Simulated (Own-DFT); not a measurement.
# Strain and stress in 2H SiC, 72 atoms (C36Si36)

All numbers below are calculated, not measured. They come from Own-DFT, an in-house plane-wave density functional program, since retired, whose code no person has reviewed. Each row is one single-point run on a periodic cell that was not relaxed, without spin or spin-orbit coupling.

Settings of every run: PBE; PseudoDojo norm-conserving scalar-relativistic files; cutoff 42 hartree; 4 x 4 x 3 k mesh centred on Gamma; Fermi-Dirac smearing of 0.1 eV.

Known limits: forces on such cells passed a denser k mesh, each cell not checked; stress not checked against mesh or cutoff.

Unstrained cell vectors in Å: (9.248, 0.000, 0.000); (-4.624, 8.009, 0.000); (0.000, 0.000, 10.068). The unstrained cell has measured lattice constants (interpolated for alloys), not those of this functional. That, the random moves and any unrelaxed bonds set the pressure at no strain. Each run strains this cell uniformly, with the atoms carried along. Every atom was also moved at random, by a Gaussian of width 0.05 Å on each axis. Strain is the symmetric tensor, in per cent. Stress is positive in tension, and the pressure is minus a third of its trace.

```
run,e_xx (%),e_yy (%),e_zz (%),e_yz (%),e_xz (%),e_xy (%),s_xx (GPa),s_yy (GPa),s_zz (GPa),s_yz (GPa),s_xz (GPa),s_xy (GPa),P (GPa),E (meV/atom)
1,-0.86,-1.52,-0.14,1.46,1.57,0.97,-12.93,-12.79,-8.91,3.67,4.92,6.33,11.54,34.0
2,0.99,0.15,-0.92,0.88,0.48,0.67,1.75,-3.12,-12.55,2.43,2.11,4.07,4.64,0.0
3,0.39,-1.88,-1.27,-0.84,1.58,-1.95,-6.23,-15.44,-16.97,-2.11,6.04,-10.38,12.88,56.4
4,0.99,-0.57,1.97,0.87,-1.13,-1.67,0.05,-8.03,4.99,2.29,-3.94,-9.60,1.00,30.1
5,-0.37,-1.88,-1.78,1.21,0.13,-0.47,-10.65,-16.79,-19.08,4.36,0.63,-1.82,15.51,41.9
6,-0.84,1.70,0.72,0.67,-0.48,0.18,-7.54,4.66,-3.42,2.55,-1.18,0.28,2.10,4.0
7,-0.72,-0.59,-1.46,-1.38,1.70,-1.06,-9.12,-9.07,-17.08,-3.95,5.49,-3.25,11.75,24.7
8,-0.07,-1.27,0.00,0.37,1.71,-1.20,-4.18,-14.41,-7.79,-0.54,5.57,-4.77,8.80,24.1
9,-0.93,1.17,-1.68,1.03,1.03,1.65,-9.02,-0.41,-17.24,2.50,3.50,8.47,8.89,29.0
10,-0.97,-0.64,1.27,0.06,0.92,-0.86,-10.17,-8.12,-0.68,0.07,4.64,-3.49,6.33,14.6
11,-1.76,-1.59,-1.36,0.45,-1.44,0.32,-18.48,-20.26,-14.17,1.80,-3.60,3.29,17.64,53.0
12,0.54,-1.46,-1.05,-1.65,0.80,0.71,-4.95,-12.01,-13.60,-6.29,1.96,2.92,10.19,29.2
13,1.16,0.15,-0.91,-1.52,-2.00,-1.03,1.03,-2.47,-12.28,-5.01,-6.85,-3.81,4.57,21.8
14,1.08,-1.33,-1.69,-0.66,-1.64,-1.06,-0.70,-10.36,-20.18,-1.48,-4.58,-3.04,10.41,48.3
15,-0.89,-0.96,-1.41,-0.46,-0.36,-1.36,-10.59,-13.26,-16.50,-2.14,-1.45,-7.02,13.45,23.5
16,1.47,0.07,-0.02,-1.17,-0.46,1.71,1.40,-3.55,-7.68,-3.53,-2.40,10.18,3.28,33.2
17,-0.97,-1.98,-1.13,-0.09,-0.70,0.05,?,?,?,?,?,?,?,?
```

E is the free energy for each atom above the lowest run shown.

## Worked fit

Each stress component was fitted by least squares to a constant and the strains of the runs shown, as fractions, with shears doubled. Shear strains stay in the fit of a normal stress only where such slopes are resolved. The slopes, in GPa:

| stress | at no strain | per e_xx | per e_yy | per e_zz | scatter |
|---|---|---|---|---|---|
| s_xx | -4.9 | 548 ± 34 | 136 ± 33 | 28 ± 31 | 1.30 |
| s_yy | -5.0 | 150 ± 42 | 585 ± 40 | 25 ± 38 | 1.60 |
| s_zz | -7.5 | -16 ± 27 | 28 ± 26 | 613 ± 24 | 1.03 |

Each shear stress against twice its own strain: yz 156 ± 12, xz 161 ± 8, xy 262 ± 16 GPa. These are stiffnesses along x, y and z of the frame in which the cell vectors are given, which need not be the crystal's axes. The atoms are held to the strained lattice; where symmetry lets them move under strain, relaxing them would lower some slopes. The table should be nearly symmetric about its diagonal, and what it lacks of that shows the noise. A ninth of its sum, 233 ± 6 GPa, estimates the bulk modulus near the mean pressure of these runs, 8.9 GPa, so it lies above the value at zero pressure.

## Withheld run

Question: what normal stresses and pressure should run 17 give?

The fit gives s_xx = -13.3, s_yy = -18.4, s_zz = -14.9 and P = 15.5 GPa. The calculation gave -13.56, -17.06, -14.93 and P = 15.18 GPa.
